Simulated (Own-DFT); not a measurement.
# Computed records: Si3N4 (beta silicon nitride, atoms displaced)

All values are calculated (Own-DFT development build). A calculation, not a measurement: plane-wave PBE density functional theory by an unreviewed code, no spin, of a simulated periodic cell, stress positive in tension, free energy of the whole cell less one offset for each atom, some atoms lie very close together; forces on such cells passed a denser k mesh, this cell's mesh not checked; offsets are fitted by least squares, one for each functional and potential file, so energies compare only between cells with the same atoms and settings and are not formation energies; the far tail of each file's local potential was reset to the Coulomb form; each entry is a single point on an unrelaxed cell, so the pressure reflects the starting lattice, mostly measured values (interpolated for alloys), from which strain is counted, and rises with the displacements; printed positions are rounded, which can move forces by about a meV/angstrom; the program, named Own-DFT, is a retired in-house code; no spin-orbit coupling; before rounding, a Quantum ESPRESSO 7.3.1 run of the same cell and cutoff gave forces within 1 meV/angstrom rms on each cell, which checks the program and not the settings.

Common to all runs: functional PBE; potential files PseudoDojo norm-conserving, scalar-relativistic, standard set; wave cutoff 42 hartree; occupations Fermi-Dirac; smearing width 0.1 eV; k mesh 3 x 3 x 3 centred on Gamma.

(1) Si3N4 (beta silicon nitride, atoms displaced)

```
Si3N4
1.0
      7.6060     0.0000     0.0000
     -3.8030     6.5870     0.0000
      0.0000     0.0000     8.7270
Si N Si N Si N
6 8 6 8 6 8
Direct
  0.18461 0.76106 0.10863
  0.25601 0.39507 0.08467
  0.61325 0.85004 0.09251
  0.84093 0.21978 0.22961
  0.74983 0.58738 0.24726
  0.39852 0.17365 0.26628
  0.34563 0.03730 0.07275
  0.98006 0.31752 0.08864
  0.68943 0.67841 0.07904
  0.66102 0.96829 0.23471
  0.05540 0.68471 0.25785
  0.31131 0.33641 0.24740
  0.34298 0.67416 0.09294
  0.70145 0.34712 0.23373
  0.18721 0.77413 0.40879
  0.24620 0.37594 0.43444
  0.58238 0.84438 0.40416
  0.83120 0.23303 0.57505
  0.77691 0.60266 0.56941
  0.38399 0.18573 0.59513
  0.33931 0.03085 0.41631
  0.97567 0.31675 0.41466
  0.70387 0.68910 0.41820
  0.65823 0.97589 0.58161
  0.02048 0.68751 0.56522
  0.30587 0.32312 0.58379
  0.32258 0.66835 0.42916
  0.69459 0.33425 0.58520
  0.19931 0.79154 0.74522
  0.21141 0.40041 0.75884
  0.60139 0.85564 0.73072
  0.83225 0.21501 0.92020
  0.78350 0.60821 0.91673
  0.39630 0.15681 0.93276
  0.30890 0.00261 0.76495
  0.97596 0.31172 0.74980
  0.70498 0.66615 0.74684
  0.65841 0.95702 0.91458
  0.00533 0.69607 0.92835
  0.29758 0.33395 0.89582
  0.34530 0.67603 0.73393
  0.66025 0.31236 0.90832
```

```
free energy of cell above offsets : 16.005 eV
pressure                          : 20.17 GPa
stress xx                         : -18 GPa
stress yy                         : -18.1 GPa
stress zz                         : -24.41 GPa
stress yz                         : 5.56 GPa
stress xz                         : -2.2 GPa
stress xy                         : 2.5 GPa
```

Force:
```tsv
element	x (eV/Å)	y (eV/Å)	z (eV/Å)
Si	-0.96	1.25	-7.837
Si	-4.922	4.929	-4.091
Si	-2.037	-9.412	-11.41
Si	-3.7	2.423	7.573
Si	2.245	1.696	-0.273
Si	5.092	1.226	-5.899
N	-1.213	-7.057	13.52
N	5.186	0.168	-5.771
N	2.635	-1.821	1.708
N	0.14	6.955	9.39
N	-6.931	-1.323	-0.076
N	1.44	-1.472	4.248
N	2.798	-1.786	-0.624
N	-3.825	-2.55	1.372
Si	-2.731	-1.551	4.633
Si	-9.771	6.734	-9.478
Si	0.521	-3.692	3.165
Si	1.901	0.174	0.735
Si	-0.618	-1.854	4.11
Si	16.18	-9.704	1.846
N	-0.78	1.089	2.992
N	3.553	-2.376	-1.318
N	-1.142	-0.242	-2.944
N	0.875	4.05	-6.674
N	3.978	3.659	1.714
N	-6.937	5.442	6.34
N	6.6	-1.522	-0.582
N	-9.239	1.729	-0.595
Si	-3.526	-20.41	-1.73
Si	2.23	6.346	-3.676
Si	2.353	-8.461	7.647
Si	-3.45	2.306	-1.12
Si	-9.018	-5.993	-1.92
Si	1.499	7.893	-11.8
N	-0.35	19.95	-0.331
N	-3.119	-3.232	-0.472
N	-1.637	1.645	-1.734
N	1.234	2.508	-0.406
N	13.13	5.449	0.94
N	3.891	-2.853	6.999
N	-1.182	-1.821	1.073
N	-0.393	1.515	0.751
```

(2) Si3N4 (beta silicon nitride, atoms displaced)

```
Si3N4
1.0
      7.6060     0.0000     0.0000
     -3.8030     6.5870     0.0000
      0.0000     0.0000     8.7270
Si N Si N Si N
6 8 6 8 6 8
Direct
  0.20512 0.76226 0.10432
  0.23893 0.39778 0.06410
  0.61248 0.81992 0.09942
  0.85609 0.24091 0.23800
  0.77390 0.59069 0.26549
  0.42334 0.18272 0.25627
  0.34089 0.02371 0.08359
  0.97157 0.31819 0.09282
  0.69050 0.65016 0.07271
  0.64987 0.96145 0.28026
  0.03613 0.72396 0.25776
  0.27658 0.30622 0.27528
  0.34202 0.67976 0.08007
  0.66579 0.35342 0.25250
  0.18440 0.77082 0.41450
  0.22137 0.36892 0.41713
  0.58972 0.81400 0.41477
  0.83504 0.22730 0.59471
  0.77967 0.58784 0.58296
  0.42523 0.17415 0.58604
  0.33408 0.02620 0.41875
  0.98351 0.28377 0.40282
  0.69895 0.67228 0.40968
  0.66175 0.96722 0.57686
  0.02095 0.71330 0.58779
  0.28504 0.32241 0.58467
  0.33626 0.65895 0.41832
  0.69989 0.33941 0.58694
  0.17638 0.77424 0.75869
  0.22037 0.41416 0.76527
  0.59221 0.79349 0.74900
  0.83315 0.20311 0.92564
  0.75925 0.56139 0.90698
  0.39168 0.17818 0.91523
  0.34256 0.03789 0.73200
  0.97664 0.30592 0.76635
  0.68856 0.66445 0.74886
  0.66238 0.96063 0.91171
  0.00608 0.67463 0.90739
  0.28661 0.33882 0.92441
  0.37414 0.70550 0.73212
  0.67948 0.32801 0.91648
```

```
free energy of cell above offsets : 13.706 eV
pressure                          : 19.63 GPa
stress xx                         : -24.36 GPa
stress yy                         : -15.74 GPa
stress zz                         : -18.77 GPa
stress yz                         : 0.74 GPa
stress xz                         : 6.04 GPa
stress xy                         : -0.49 GPa
```

Force:
```tsv
element	x (eV/Å)	y (eV/Å)	z (eV/Å)
Si	-12.38	3.721	-0.737
Si	-7.763	6.812	19.82
Si	-1.813	0.902	-1.589
Si	-7.362	-4.673	10.97
Si	-0.259	4.275	-4.299
Si	-2.46	-2.261	-0.041
N	-1.021	2.452	-0.411
N	5.511	1.702	-9.423
N	0.601	0.053	2.123
N	1.353	6.046	-11.15
N	0.996	-1.216	-1.421
N	7.419	-2.832	-14.6
N	9.786	-6.667	-1.264
N	4.486	-5.23	-0.259
Si	0.18	-0.874	2.92
Si	-3.465	7.644	7.85
Si	-0.825	-2.141	6.721
Si	2.077	-2.72	-2.966
Si	-4.504	0.912	-0.374
Si	-0.994	2.939	-4.817
N	0.791	2.256	0.115
N	-5.309	-0.771	3.222
N	1.58	-1.373	3.378
N	1.757	0.51	2.655
N	5.697	2.178	-0.401
N	2.747	-0.783	4.271
N	-1.846	-1.813	-0.426
N	-4.422	-0.448	-0.271
Si	0.121	-0.082	-2.146
Si	3.528	3.202	-6.457
Si	2.604	13.17	-0.135
Si	-3.871	2.043	-0.553
Si	-2.644	5.296	1.048
Si	4.807	-2.061	-0.385
N	-1.585	-2.152	8.047
N	-1.402	-1.337	-1.213
N	9.007	-7.043	-0.395
N	1.648	-1.33	2.452
N	5.575	3.554	1.18
N	8.516	-5.847	-12.53
N	-14.8	-9.998	1.311
N	-2.062	-6.015	0.184
```

(3) Si3N4 (beta silicon nitride, atoms displaced)

```
Si3N4
1.0
      7.6060     0.0000     0.0000
     -3.8030     6.5870     0.0000
      0.0000     0.0000     8.7270
Si N Si N Si N
6 8 6 8 6 8
Direct
  0.21199 0.79599 0.06672
  0.19880 0.38547 0.09450
  0.57495 0.81330 0.07403
  0.82362 0.20234 0.26640
  0.75433 0.56695 0.23587
  0.38807 0.18262 0.23647
  0.30654 0.00554 0.09440
  0.96677 0.29909 0.08351
  0.71263 0.66816 0.08385
  0.67552 0.95962 0.23844
  0.04753 0.73021 0.23229
  0.28726 0.33944 0.25139
  0.31999 0.67040 0.07896
  0.68003 0.32575 0.26385
  0.17693 0.76475 0.42131
  0.23941 0.41555 0.40754
  0.63777 0.84164 0.41712
  0.80881 0.22730 0.58159
  0.74477 0.60196 0.60300
  0.36974 0.18997 0.59263
  0.34070 0.04269 0.41223
  0.96986 0.31577 0.43528
  0.70010 0.64207 0.42608
  0.63100 0.96753 0.58613
  0.02048 0.72198 0.59050
  0.27896 0.31149 0.57461
  0.33563 0.67913 0.42905
  0.64971 0.31491 0.56544
  0.17119 0.76249 0.75788
  0.23623 0.40588 0.75937
  0.58791 0.81321 0.75394
  0.84014 0.24066 0.93833
  0.76584 0.58169 0.91666
  0.41997 0.18421 0.91305
  0.32829 0.03650 0.76741
  0.95861 0.29232 0.76882
  0.72468 0.66429 0.73622
  0.67263 0.97503 0.91361
  0.01391 0.68546 0.93945
  0.29724 0.30683 0.91356
  0.32653 0.67492 0.75206
  0.64963 0.30829 0.91397
```

```
free energy of cell above offsets : 17.986 eV
pressure                          : 19.38 GPa
stress xx                         : -19.81 GPa
stress yy                         : -17.31 GPa
stress zz                         : -21.04 GPa
stress yz                         : -6.7 GPa
stress xz                         : 0.18 GPa
stress xy                         : 6.05 GPa
```

Force:
```tsv
element	x (eV/Å)	y (eV/Å)	z (eV/Å)
Si	-8.66	-15.06	1.546
Si	5.122	5.17	-4.259
Si	3.127	0.213	0.091
Si	-2.061	4.887	-0.498
Si	5.197	3.786	4.087
Si	4.291	-3.304	4.621
N	0.516	20.95	-0.624
N	-0.933	-1.102	7.484
N	-4.841	0.48	-2.418
N	0.61	-1.575	1.461
N	-1.201	-3.055	3.312
N	2.533	-1.675	-2.61
N	6.974	-5.386	0.024
N	-2.424	-2.398	-2.455
Si	-4.481	3.206	-2.125
Si	-3.669	3.102	5.966
Si	-3.361	-3.508	0.855
Si	-0.809	0.368	4.391
Si	16.43	-13.48	-30.63
Si	18.51	-12.43	-1.137
N	-2.042	-0.182	0.685
N	2.23	-1.18	-3.925
N	-3.828	3.125	-3.822
N	3.583	-0.972	-0.291
N	2.1	-0.488	0.137
N	-13.33	10.64	0.751
N	4.75	-2.658	-1.055
N	-3.315	3.345	2.931
Si	-5.353	2.222	-0.936
Si	-3.641	-0.92	-1.435
Si	-0.189	3.009	-1.055
Si	-5.564	-3.358	-8.415
Si	0.348	-0.651	0.617
Si	-3.429	-6.138	2.61
N	-0.9	-3.041	-4.026
N	2.353	1.406	-2.85
N	-14.88	10.76	31.86
N	0.175	-2.374	1.251
N	2.992	1.031	-4.457
N	-4.483	4.049	2.465
N	4.849	-3.709	0.62
N	6.716	6.89	1.263
```

(4) Si3N4 (beta silicon nitride, atoms displaced)

```
Si3N4
1.0
      7.6060     0.0000     0.0000
     -3.8030     6.5870     0.0000
      0.0000     0.0000     8.7270
Si N Si N Si N
6 8 6 8 6 8
Direct
  0.20165 0.78966 0.08799
  0.20579 0.39872 0.09216
  0.59700 0.82953 0.07760
  0.84281 0.24316 0.25352
  0.75524 0.59044 0.24402
  0.37674 0.18823 0.25328
  0.30540 0.01784 0.09404
  0.97653 0.31085 0.08249
  0.69399 0.66970 0.07476
  0.64780 0.96114 0.25221
  0.04130 0.68746 0.27958
  0.31581 0.32412 0.23207
  0.35465 0.70891 0.08663
  0.64774 0.33375 0.25035
  0.17426 0.75228 0.41788
  0.24915 0.37876 0.40992
  0.59038 0.84093 0.41471
  0.80798 0.21160 0.57918
  0.77342 0.59030 0.58224
  0.41489 0.19252 0.60434
  0.32649 0.01028 0.42029
  0.96441 0.29142 0.40835
  0.69512 0.68036 0.42151
  0.68006 0.97934 0.58640
  0.02945 0.68911 0.57055
  0.28807 0.33619 0.57948
  0.32244 0.66423 0.40745
  0.67801 0.34161 0.57326
  0.18131 0.77117 0.75317
  0.23530 0.40833 0.75612
  0.58944 0.81501 0.73676
  0.82688 0.23914 0.92597
  0.76715 0.62538 0.93344
  0.42875 0.17443 0.91687
  0.34747 0.05493 0.77044
  0.94869 0.30472 0.75535
  0.68935 0.66186 0.73536
  0.65311 0.95962 0.93380
  0.03727 0.69768 0.93929
  0.31565 0.33190 0.91345
  0.34402 0.68196 0.76431
  0.65641 0.32847 0.90380
```

```
free energy of cell above offsets : 14.813 eV
pressure                          : 20.3 GPa
stress xx                         : -23.15 GPa
stress yy                         : -18.71 GPa
stress zz                         : -19.04 GPa
stress yz                         : -0.2 GPa
stress xz                         : -2.45 GPa
stress xy                         : 4.19 GPa
```

Force:
```tsv
element	x (eV/Å)	y (eV/Å)	z (eV/Å)
Si	-4.758	-6.612	2.978
Si	8.885	5.926	-3.752
Si	0.493	-1.06	6.945
Si	-6.752	-2.726	-2.38
Si	2.738	1.176	3.721
Si	23.67	-20.76	2.675
N	-0.133	10.86	-0.718
N	-5.205	-2.739	1.295
N	-4.724	2.26	10.01
N	2.262	4.359	-2.685
N	-7.811	-3.212	-12.33
N	-21.04	16.94	-1.067
N	1.449	-9.125	0.082
N	2.09	-0.571	-0.537
Si	0.769	4.117	4.864
Si	-6.752	5.301	-2.104
Si	-0.417	-3.578	0.848
Si	1.971	8.535	0.586
Si	-0.065	1.941	-2.161
Si	0.693	-1.981	-3.729
N	-0.955	5.648	1.317
N	4.162	0.553	4.095
N	0.564	-0.99	-1.225
N	-1.114	-6.557	-0.335
N	-0.006	0.735	6.253
N	3.536	-2.093	4.61
N	7.496	-3.271	0.933
N	-1.904	-2.45	0.505
Si	-2.607	0.228	0.358
Si	-2.433	0.122	0.257
Si	0.872	2.622	2.83
Si	-2.443	-1.884	-2.573
Si	8.542	-5.302	-12.6
Si	-5.742	0.185	9.229
N	-1.224	-7.67	-8.577
N	3.816	0.612	-1.203
N	1.02	0.425	3.632
N	1.605	6.354	-8.595
N	-2.351	-0.45	-3.893
N	-2.826	1.037	1.749
N	-1.162	-3.04	-1.095
N	5.791	6.133	1.783
```

(5) Si3N4 (beta silicon nitride, atoms displaced)

```
Si3N4
1.0
      7.6060     0.0000     0.0000
     -3.8030     6.5870     0.0000
      0.0000     0.0000     8.7270
Si N Si N Si N
6 8 6 8 6 8
Direct
  0.20172 0.77849 0.07429
  0.23402 0.41029 0.07740
  0.54117 0.80601 0.07801
  0.84828 0.20931 0.24187
  0.76962 0.61378 0.25280
  0.39440 0.18789 0.25201
  0.32322 0.01864 0.09544
  0.98054 0.28716 0.09233
  0.68176 0.64875 0.05396
  0.64548 0.96495 0.26290
  0.01920 0.69988 0.22788
  0.30104 0.34463 0.24847
  0.35134 0.66400 0.09236
  0.65597 0.36513 0.24881
  0.14561 0.72338 0.41421
  0.21586 0.38884 0.43661
  0.58768 0.81535 0.42213
  0.84168 0.28430 0.59385
  0.76250 0.58256 0.57761
  0.40833 0.16719 0.58650
  0.33408 0.01986 0.43587
  0.96805 0.33076 0.42315
  0.69600 0.66309 0.41885
  0.68827 0.99197 0.57462
  0.01159 0.68924 0.56977
  0.30727 0.33961 0.59175
  0.32155 0.66713 0.40825
  0.68155 0.33492 0.58434
  0.18207 0.77679 0.74362
  0.22668 0.38918 0.74917
  0.57125 0.80058 0.76935
  0.82717 0.22657 0.94101
  0.79475 0.61697 0.90959
  0.41945 0.17219 0.91124
  0.36300 0.04120 0.75067
  0.98150 0.30660 0.74240
  0.68729 0.66593 0.75364
  0.66347 0.96443 0.91773
  0.05916 0.70131 0.92232
  0.30258 0.35602 0.91058
  0.35973 0.66372 0.76152
  0.66443 0.34287 0.90845
```

```
free energy of cell above offsets : 15.610 eV
pressure                          : 19.29 GPa
stress xx                         : -29.32 GPa
stress yy                         : -16.5 GPa
stress zz                         : -12.06 GPa
stress yz                         : 0.58 GPa
stress xz                         : 1.22 GPa
stress xy                         : -11.02 GPa
```

Force:
```tsv
element	x (eV/Å)	y (eV/Å)	z (eV/Å)
Si	-2.996	-3.256	4.38
Si	2.473	-0.726	1.448
Si	26.83	22.27	-1.214
Si	-6.419	-0.174	7.832
Si	-0.487	-1.049	-5.056
Si	4.323	-1.111	2.192
N	0.694	5.503	-2.367
N	0.658	0.991	-3.306
N	-2.658	3.431	5.995
N	1.524	0.01	-4.037
N	2.987	0.952	2.291
N	-2.228	-0.657	1.611
N	-23.35	-19.39	1.965
N	2.052	-5.649	-0.132
Si	-1.332	4.558	-3.893
Si	-0.107	3.202	-4.822
Si	-1.176	3.145	2.594
Si	9.614	-9.333	-1.752
Si	-4.005	1.458	2.159
Si	1.342	2.216	-1.656
N	-1.972	-0.502	-3.997
N	1.516	-0.751	-2.311
N	-1.615	1.219	0.445
N	-0.287	-1.979	1.842
N	2.524	1.309	4.766
N	3.153	-2.304	-1.428
N	4.569	-3.182	1.412
N	-13.83	2.462	-0.047
Si	1.965	-1.25	-0.427
Si	-1.538	3.522	0.187
Si	12.12	13.04	-4.158
Si	-2.82	-0.212	-6.147
Si	-0.634	-2.19	-0.298
Si	-2.112	1.932	3.716
N	-1.913	-3.459	0.184
N	-1.139	-0.088	4.468
N	4.774	-1.294	-2.227
N	-0.845	1.641	2.484
N	-2.132	-0.792	-4.602
N	4.084	-4.443	3.033
N	-16.25	-9.123	-1.888
N	4.626	0.057	0.76
```
